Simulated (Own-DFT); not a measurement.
# Computed records: GaN (wurtzite, strained, atoms displaced)

Computed with Own-DFT development build. A calculation, not a measurement: plane-wave PBE density functional theory by an unreviewed code, no spin, of a simulated periodic cell, stress positive in tension, free energy of the whole cell less one offset for each atom, forces on such cells passed a denser k mesh, this cell's mesh not checked; offsets are fitted by least squares, one for each functional and potential file, so energies compare only between cells with the same atoms and settings and are not formation energies; the far tail of each file's local potential was reset to the Coulomb form; each entry is a single point on an unrelaxed cell, so the pressure reflects the starting lattice, mostly measured values (interpolated for alloys), from which strain is counted, and rises with the displacements; printed positions are rounded, which can move forces by about a meV/angstrom; the program, named Own-DFT, is a retired in-house code; no spin-orbit coupling.

Settings shared by all entries: functional PBE; potential files PseudoDojo norm-conserving, scalar-relativistic, standard set with the stringent files for Ga; wave cutoff 96 hartree; occupations Gaussian; smearing width 0.01 eV; k mesh 3 x 4 x 3 centred on Gamma.

(1) 
```cif
# cell vector a (Å): 12.5460 0.1232 0.0608
# cell vector b (Å): -4.6247 8.3074 -0.0731
# cell vector c (Å): 0.0494 -0.0630 10.3572
data_GaN
_symmetry_space_group_name_H-M 'P 1'
_symmetry_Int_Tables_number 1
_cell_length_a 12.5468
_cell_length_b 9.5082
_cell_length_c 10.3575
_cell_angle_alpha 90.878
_cell_angle_beta 89.453
_cell_angle_gamma 118.543
_cell_volume 1085.31
loop_
_atom_site_label
_atom_site_type_symbol
_atom_site_fract_x
_atom_site_fract_y
_atom_site_fract_z
_atom_site_occupancy
Ga1 Ga 0.07847 0.21942 0.99856 1
Ga2 Ga 0.16797 0.11080 0.25309 1
N1 N 0.08602 0.22036 0.18938 1
N2 N 0.15932 0.10958 0.43680 1
Ga3 Ga 0.08779 0.22266 0.50646 1
Ga4 Ga 0.16975 0.10849 0.75088 1
N3 N 0.08397 0.22930 0.69101 1
N4 N 0.16445 0.10860 0.94209 1
Ga5 Ga 0.07858 0.54528 0.99858 1
Ga6 Ga 0.16018 0.44390 0.24600 1
N5 N 0.08052 0.55585 0.18770 1
N6 N 0.16425 0.44161 0.43886 1
Ga7 Ga 0.08533 0.55603 0.49905 1
Ga8 Ga 0.16399 0.44167 0.75712 1
N7 N 0.08048 0.54879 0.68937 1
N8 N 0.16237 0.45216 0.93799 1
Ga9 Ga 0.08484 0.89001 0.00939 1
Ga10 Ga 0.16263 0.77664 0.25412 1
N9 N 0.07936 0.88965 0.19468 1
N10 N 0.16391 0.78048 0.43544 1
Ga11 Ga 0.08999 0.88974 0.50008 1
Ga12 Ga 0.16961 0.77723 0.75786 1
N11 N 0.08933 0.90037 0.68894 1
N12 N 0.16077 0.77705 0.93550 1
Ga13 Ga 0.33491 0.22422 0.00385 1
Ga14 Ga 0.42020 0.10725 0.25263 1
N13 N 0.33196 0.22638 0.19060 1
N14 N 0.41148 0.11948 0.43697 1
Ga15 Ga 0.33145 0.21862 0.50453 1
Ga16 Ga 0.40682 0.10348 0.74530 1
N15 N 0.33066 0.22568 0.68750 1
N16 N 0.42202 0.11462 0.93743 1
Ga17 Ga 0.33285 0.55728 0.99799 1
Ga18 Ga 0.41270 0.44207 0.24593 1
N17 N 0.33571 0.55247 0.18597 1
N18 N 0.41964 0.44267 0.43514 1
Ga19 Ga 0.33412 0.55801 0.50122 1
Ga20 Ga 0.40451 0.44407 0.74255 1
N19 N 0.33509 0.55758 0.69232 1
N20 N 0.42020 0.43997 0.93566 1
Ga21 Ga 0.33408 0.89517 0.99932 1
Ga22 Ga 0.42351 0.78019 0.24487 1
N21 N 0.33032 0.88713 0.18322 1
N22 N 0.41524 0.78690 0.43620 1
Ga23 Ga 0.32943 0.87803 0.49889 1
Ga24 Ga 0.41752 0.78100 0.74354 1
N23 N 0.34090 0.89179 0.69643 1
N24 N 0.41845 0.77411 0.93842 1
Ga25 Ga 0.57753 0.21152 0.00725 1
Ga26 Ga 0.67346 0.12358 0.24970 1
N25 N 0.58013 0.22052 0.18771 1
N26 N 0.66421 0.10169 0.43732 1
Ga27 Ga 0.58375 0.22408 0.50007 1
Ga28 Ga 0.65933 0.11572 0.74814 1
N27 N 0.59491 0.22681 0.69545 1
N28 N 0.67111 0.11813 0.94014 1
Ga29 Ga 0.58744 0.55735 0.00044 1
Ga30 Ga 0.67285 0.44386 0.25398 1
N29 N 0.58647 0.54949 0.18431 1
N30 N 0.66274 0.43994 0.44343 1
Ga31 Ga 0.59013 0.56055 0.49442 1
Ga32 Ga 0.66671 0.45672 0.74322 1
N31 N 0.58469 0.55692 0.67975 1
N32 N 0.66967 0.44273 0.93826 1
Ga33 Ga 0.59088 0.87827 0.00511 1
Ga34 Ga 0.67602 0.78867 0.25112 1
N33 N 0.58192 0.89859 0.18997 1
N34 N 0.66340 0.77887 0.43888 1
Ga35 Ga 0.57877 0.87767 0.50036 1
Ga36 Ga 0.66158 0.77781 0.74375 1
N35 N 0.57897 0.89360 0.69119 1
N36 N 0.66396 0.77909 0.93858 1
Ga37 Ga 0.83941 0.23198 0.00918 1
Ga38 Ga 0.91535 0.10651 0.25177 1
N37 N 0.82912 0.21838 0.19701 1
N38 N 0.91906 0.11037 0.43216 1
Ga39 Ga 0.83197 0.20923 0.50694 1
Ga40 Ga 0.90895 0.11352 0.74844 1
N39 N 0.83878 0.22857 0.68064 1
N40 N 0.90868 0.09469 0.93485 1
Ga41 Ga 0.82676 0.55616 0.00199 1
Ga42 Ga 0.91768 0.44623 0.25466 1
N41 N 0.83442 0.55860 0.19071 1
N42 N 0.91921 0.44242 0.44421 1
Ga43 Ga 0.83360 0.56215 0.49632 1
Ga44 Ga 0.91754 0.45393 0.74475 1
N43 N 0.83181 0.55189 0.68673 1
N44 N 0.91635 0.43429 0.93768 1
Ga45 Ga 0.82919 0.88363 0.99814 1
Ga46 Ga 0.91610 0.76773 0.24601 1
N45 N 0.83313 0.89037 0.19027 1
N46 N 0.91848 0.77819 0.43612 1
Ga47 Ga 0.83393 0.89483 0.49467 1
Ga48 Ga 0.91198 0.77546 0.75708 1
N47 N 0.82944 0.88117 0.69130 1
N48 N 0.91292 0.77323 0.92762 1
_calc_free_energy_of_cell_above_offsets '-3.036'  # eV
_calc_pressure 9.4  # GPa
_calc_stress_xx -13.8  # GPa
_calc_stress_yy -5.66  # GPa
_calc_stress_zz -8.74  # GPa
_calc_stress_yz -1.21  # GPa
_calc_stress_xz 1.55  # GPa
_calc_stress_xy 4.43  # GPa
```

Force:
```
element  x (eV/Å)  y (eV/Å)  z (eV/Å)
     Ga    -0.017     -0.03     0.058
     Ga    -0.048     0.276      -0.2
      N    -1.386     0.332    -0.567
      N     2.022    -0.476     0.452
     Ga    -1.569     0.588      -0.3
     Ga    -1.627     0.717     0.858
      N     0.357    -1.169     0.404
      N     0.604     0.141    -0.289
     Ga    -2.069     2.401     0.709
     Ga     1.683    -0.308     0.682
      N    -0.272     0.372    -0.127
      N     0.895     0.265     -0.41
     Ga     -0.64    -0.085     0.663
     Ga    -0.057     0.409     -1.11
      N       0.5     1.887    -0.283
      N     2.907    -2.082      0.28
     Ga    -0.904     0.057    -1.212
     Ga     0.863     0.143    -1.368
      N     0.639    -0.021    -0.594
      N     1.903     -1.27     0.544
     Ga    -2.576     0.918     0.889
     Ga    -0.782    -0.243    -1.693
      N     0.041     -2.12    -0.306
      N     1.038    -0.392     1.721
     Ga    -0.228     0.043     -0.36
     Ga    -1.521     0.126     -0.31
      N     0.824    -1.275    -0.181
      N     2.497    -2.079     0.399
     Ga    -1.731     1.381    -1.011
     Ga     1.716     2.316     1.109
      N     0.585    -0.328     0.141
      N    -1.463    -0.913    -0.497
     Ga     0.516    -0.172    -0.092
     Ga     1.584     0.237     0.765
      N    -1.696     0.986     0.032
      N    -0.639     0.374     0.637
     Ga     0.098    -0.476    -0.794
     Ga     3.855    -0.606     1.791
      N    -2.576     1.154    -1.401
      N    -0.931     0.367    -0.337
     Ga     0.422    -0.849     -0.63
     Ga     -1.57    -0.865     0.115
      N    -0.043     0.017     1.177
      N     1.805    -2.093    -0.495
     Ga    -1.668     2.395     0.802
     Ga     1.084     -1.18     2.401
      N    -2.496    -0.639    -2.064
      N    -0.261     0.557    -0.181
     Ga      1.01     1.462    -1.552
     Ga    -1.593    -1.987       0.9
      N     0.615     0.795      1.12
      N    -0.174     0.507     0.344
     Ga     0.151     -0.98     0.764
     Ga     4.264    -1.595     2.236
      N    -5.361     2.046     -2.58
      N     0.646    -1.223     0.162
     Ga    -0.349    -0.586    -0.492
     Ga    -1.597    -0.435    -0.286
      N    -0.583     1.168     1.212
      N     1.631     0.189    -1.185
     Ga    -1.766    -0.306     0.148
     Ga     1.139     -1.81     1.538
      N    -1.871     0.464     0.474
      N    -0.894    -0.468    -0.491
     Ga    -4.334     3.008     0.216
     Ga     -1.89    -1.717    -0.169
      N     1.943    -0.097    -0.024
      N     1.633    -0.434    -0.653
     Ga    -1.223     1.992     0.408
     Ga      0.28    -0.083     0.688
      N     1.151    -0.051    -1.029
      N     2.967    -2.168    -1.611
     Ga     -0.71    -2.105    -0.985
     Ga     0.664     0.771    -0.666
      N      1.86     1.757    -1.079
      N     0.334    -0.131     1.386
     Ga    -0.902     1.194    -2.285
     Ga     1.463    -0.883     0.428
      N    -1.378    -0.126     2.098
      N     0.117     1.918     0.681
     Ga     1.502    -0.237    -0.735
     Ga     0.164    -0.619     0.539
      N     0.416     -1.21    -0.636
      N     -0.73    -0.222    -0.701
     Ga     0.704    -0.656     0.716
     Ga     0.544    -1.734     0.871
      N    -0.703       1.6    -0.508
      N     -0.91      1.63    -0.271
     Ga     0.264     0.079     0.112
     Ga    -0.916     1.813     1.259
      N     1.131    -0.189    -0.939
      N    -0.127     0.049    -0.014
     Ga     0.635    -0.605     0.993
     Ga     1.048     0.176    -3.336
      N    -0.612     1.322    -1.197
      N      0.68    -0.075     4.314
```

(2) 
```cif
# cell vector a (Å): 12.9437 -0.1726 0.1256
# cell vector b (Å): -4.9660 8.4462 -0.1596
# cell vector c (Å): 0.1021 -0.1408 10.3914
data_GaN
_symmetry_space_group_name_H-M 'P 1'
_symmetry_Int_Tables_number 1
_cell_length_a 12.9455
_cell_length_b 9.7992
_cell_length_c 10.3929
_cell_angle_alpha 91.888
_cell_angle_beta 88.871
_cell_angle_gamma 121.222
_cell_volume 1126.83
loop_
_atom_site_label
_atom_site_type_symbol
_atom_site_fract_x
_atom_site_fract_y
_atom_site_fract_z
_atom_site_occupancy
Ga1 Ga 0.08042 0.21526 0.00180 1
Ga2 Ga 0.16691 0.11456 0.25346 1
N1 N 0.08034 0.21522 0.19306 1
N2 N 0.16185 0.11754 0.44402 1
Ga3 Ga 0.09345 0.23081 0.49479 1
Ga4 Ga 0.16882 0.10890 0.74893 1
N3 N 0.07761 0.21200 0.69386 1
N4 N 0.16449 0.11248 0.93947 1
Ga5 Ga 0.08726 0.55808 0.00432 1
Ga6 Ga 0.16905 0.43885 0.25293 1
N5 N 0.08378 0.56342 0.17750 1
N6 N 0.16644 0.43524 0.43244 1
Ga7 Ga 0.08331 0.56435 0.50239 1
Ga8 Ga 0.16751 0.44699 0.74484 1
N7 N 0.08814 0.56584 0.68967 1
N8 N 0.17153 0.44455 0.92978 1
Ga9 Ga 0.08267 0.88293 0.99961 1
Ga10 Ga 0.16821 0.78136 0.24513 1
N9 N 0.08793 0.88445 0.19393 1
N10 N 0.16783 0.78880 0.44890 1
Ga11 Ga 0.07971 0.88671 0.49775 1
Ga12 Ga 0.16191 0.77884 0.74857 1
N11 N 0.07724 0.88221 0.68744 1
N12 N 0.17474 0.78803 0.94372 1
Ga13 Ga 0.32905 0.21480 0.00340 1
Ga14 Ga 0.41911 0.11323 0.24327 1
N13 N 0.34067 0.22403 0.19592 1
N14 N 0.42286 0.11055 0.43688 1
Ga15 Ga 0.33695 0.22296 0.50562 1
Ga16 Ga 0.40894 0.11017 0.75211 1
N15 N 0.33606 0.22346 0.69529 1
N16 N 0.41489 0.10349 0.94541 1
Ga17 Ga 0.33495 0.54702 0.99977 1
Ga18 Ga 0.42118 0.44275 0.24993 1
N17 N 0.33298 0.55173 0.19161 1
N18 N 0.41796 0.44267 0.43284 1
Ga19 Ga 0.33305 0.55969 0.49565 1
Ga20 Ga 0.41390 0.43442 0.74676 1
N19 N 0.33425 0.54529 0.69119 1
N20 N 0.41486 0.43531 0.94038 1
Ga21 Ga 0.32677 0.88850 0.00489 1
Ga22 Ga 0.42215 0.78613 0.25021 1
N21 N 0.33411 0.89477 0.19283 1
N22 N 0.42539 0.78070 0.44054 1
Ga23 Ga 0.33708 0.89205 0.50439 1
Ga24 Ga 0.42360 0.78501 0.74382 1
N23 N 0.33440 0.88071 0.68286 1
N24 N 0.41237 0.78220 0.92723 1
Ga25 Ga 0.57916 0.22010 0.00157 1
Ga26 Ga 0.65872 0.09976 0.25269 1
N25 N 0.58514 0.22455 0.18891 1
N26 N 0.66591 0.10508 0.44254 1
Ga27 Ga 0.58309 0.22174 0.50002 1
Ga28 Ga 0.66604 0.10203 0.75142 1
N27 N 0.58926 0.23260 0.69044 1
N28 N 0.66419 0.11045 0.94229 1
Ga29 Ga 0.57827 0.54663 0.99485 1
Ga30 Ga 0.65509 0.43669 0.25225 1
N29 N 0.58089 0.55893 0.19101 1
N30 N 0.66824 0.44397 0.43488 1
Ga31 Ga 0.58397 0.55741 0.49667 1
Ga32 Ga 0.66208 0.45472 0.75366 1
N31 N 0.58746 0.55896 0.69375 1
N32 N 0.66897 0.45284 0.93148 1
Ga33 Ga 0.58273 0.88919 0.99796 1
Ga34 Ga 0.67062 0.76994 0.24663 1
N33 N 0.58306 0.89703 0.19951 1
N34 N 0.67312 0.77822 0.43537 1
Ga35 Ga 0.57740 0.88142 0.50256 1
Ga36 Ga 0.66600 0.78095 0.74457 1
N35 N 0.57611 0.87766 0.69000 1
N36 N 0.66642 0.77823 0.93418 1
Ga37 Ga 0.83567 0.22030 0.00392 1
Ga38 Ga 0.90317 0.10148 0.25328 1
N37 N 0.83005 0.22220 0.18852 1
N38 N 0.91289 0.10471 0.43557 1
Ga39 Ga 0.82863 0.21068 0.50502 1
Ga40 Ga 0.91661 0.10814 0.75531 1
N39 N 0.84052 0.23481 0.68540 1
N40 N 0.92212 0.10420 0.93778 1
Ga41 Ga 0.83824 0.56470 0.99619 1
Ga42 Ga 0.90823 0.43291 0.25822 1
N41 N 0.83450 0.56493 0.18636 1
N42 N 0.91250 0.43838 0.43773 1
Ga43 Ga 0.84134 0.56464 0.49487 1
Ga44 Ga 0.92180 0.44417 0.74493 1
N43 N 0.83416 0.55649 0.69784 1
N44 N 0.91673 0.43493 0.93311 1
Ga45 Ga 0.82927 0.87942 0.99791 1
Ga46 Ga 0.91662 0.77662 0.25366 1
N45 N 0.84391 0.89381 0.18641 1
N46 N 0.91674 0.76607 0.43928 1
Ga47 Ga 0.83575 0.88848 0.49862 1
Ga48 Ga 0.91722 0.78501 0.74363 1
N47 N 0.83533 0.89727 0.68585 1
N48 N 0.91982 0.77201 0.94170 1
_calc_free_energy_of_cell_above_offsets '-4.027'  # eV
_calc_pressure 2.26  # GPa
_calc_stress_xx 0.01  # GPa
_calc_stress_yy -2.47  # GPa
_calc_stress_zz -4.33  # GPa
_calc_stress_yz -3.17  # GPa
_calc_stress_xz 1.43  # GPa
_calc_stress_xy -3.86  # GPa
```

Force:
```
element  x (eV/Å)  y (eV/Å)  z (eV/Å)
     Ga     0.434     1.332     0.147
     Ga     0.316    -0.561    -0.224
      N    -0.236     0.244    -0.393
      N     2.784    -1.596    -0.469
     Ga    -2.709    -1.088     1.861
     Ga    -1.502    -0.006     0.338
      N     1.118     1.265    -1.264
      N     0.898    -0.951     0.025
     Ga     0.033    -0.674    -2.721
     Ga    -1.117     0.366    -1.735
      N     0.465    -1.222     3.589
      N    -0.882     2.353     1.337
     Ga     0.282    -0.594    -0.685
     Ga     0.031     -0.61     0.387
      N     0.547    -1.285    -0.544
      N    -0.689    -0.326     1.476
     Ga    -0.076     0.959     0.673
     Ga     0.104    -0.673     1.291
      N     -1.26     1.245    -0.418
      N     1.057     -1.05    -1.488
     Ga     0.136     1.154     0.323
     Ga     0.916     0.706     0.652
      N      1.21     1.299    -0.059
      N    -2.099    -1.681    -1.578
     Ga     0.197     0.193     0.179
     Ga    -0.101     0.025     1.305
      N    -1.139    -0.488    -0.935
      N    -1.429    -0.156     0.066
     Ga    -0.061    -0.143    -1.261
     Ga     2.457    -0.462       0.2
      N    -0.235    -1.471    -1.191
      N    -0.949      0.86    -0.853
     Ga    -0.954     1.029    -0.394
     Ga     -1.52     0.301     -0.13
      N     0.647     0.713    -0.306
      N    -0.306    -0.004     1.574
     Ga     0.857    -0.696     0.581
     Ga    -0.107     2.327     0.968
      N    -0.141     0.957    -1.259
      N    -0.172    -0.151    -0.414
     Ga     2.645     0.143    -0.043
     Ga    -1.237    -1.354     0.069
      N     1.008    -0.882    -0.191
      N    -2.631    -1.131    -0.703
     Ga    -0.076     0.139    -1.387
     Ga    -2.674    -2.324      1.23
      N     -0.85     0.957      1.49
      N     0.902    -0.557     2.096
     Ga     0.936     0.867    -0.677
     Ga     0.272     3.289     0.721
      N     0.271    -0.712    -0.218
      N    -0.615    -0.093    -0.048
     Ga     0.944     0.648     0.674
     Ga    -0.638     1.921    -0.059
      N    -0.546     -1.46     0.198
      N     0.571    -0.048    -0.326
     Ga     0.446     1.023     0.509
     Ga     1.435     1.602    -0.619
      N     1.036    -0.864     -1.35
      N    -0.221     0.122     0.882
     Ga     0.615    -0.213     0.389
     Ga     2.297    -0.979    -1.201
      N    -1.543      0.04    -1.443
      N     0.024    -0.994     2.266
     Ga    -0.668    -0.232     0.211
     Ga    -0.442     1.775     0.467
      N     1.665    -2.805    -2.428
      N    -0.985    -0.307     0.436
     Ga     2.459     1.301    -0.275
     Ga     0.407    -0.238     0.511
      N     2.587     1.859    -1.038
      N     -0.42    -0.359     0.582
     Ga    -0.126     0.173    -0.974
     Ga     0.948     1.447    -0.441
      N     0.191    -1.112     0.414
      N     0.457      0.51       0.8
     Ga      0.36     0.714    -0.875
     Ga    -0.508     1.153    -0.649
      N     0.054     -2.84     0.834
      N    -1.898    -0.445     0.714
     Ga     0.382    -2.316     0.431
     Ga     0.071      1.93    -1.941
      N    -0.117    -1.846       0.3
      N     0.695     0.196     1.193
     Ga    -0.836    -3.058     1.857
     Ga    -1.349     1.109      1.07
      N      0.08     0.437    -1.487
      N    -0.056      0.93     0.731
     Ga     0.888     0.589    -0.006
     Ga     0.568     0.305    -0.779
      N    -1.183     -1.41     -0.06
      N    -0.936     2.701    -0.412
     Ga      0.22     0.195    -0.098
     Ga    -0.639    -1.326     1.158
      N    -0.088    -1.261     0.091
      N    -0.952     1.651    -1.245
```
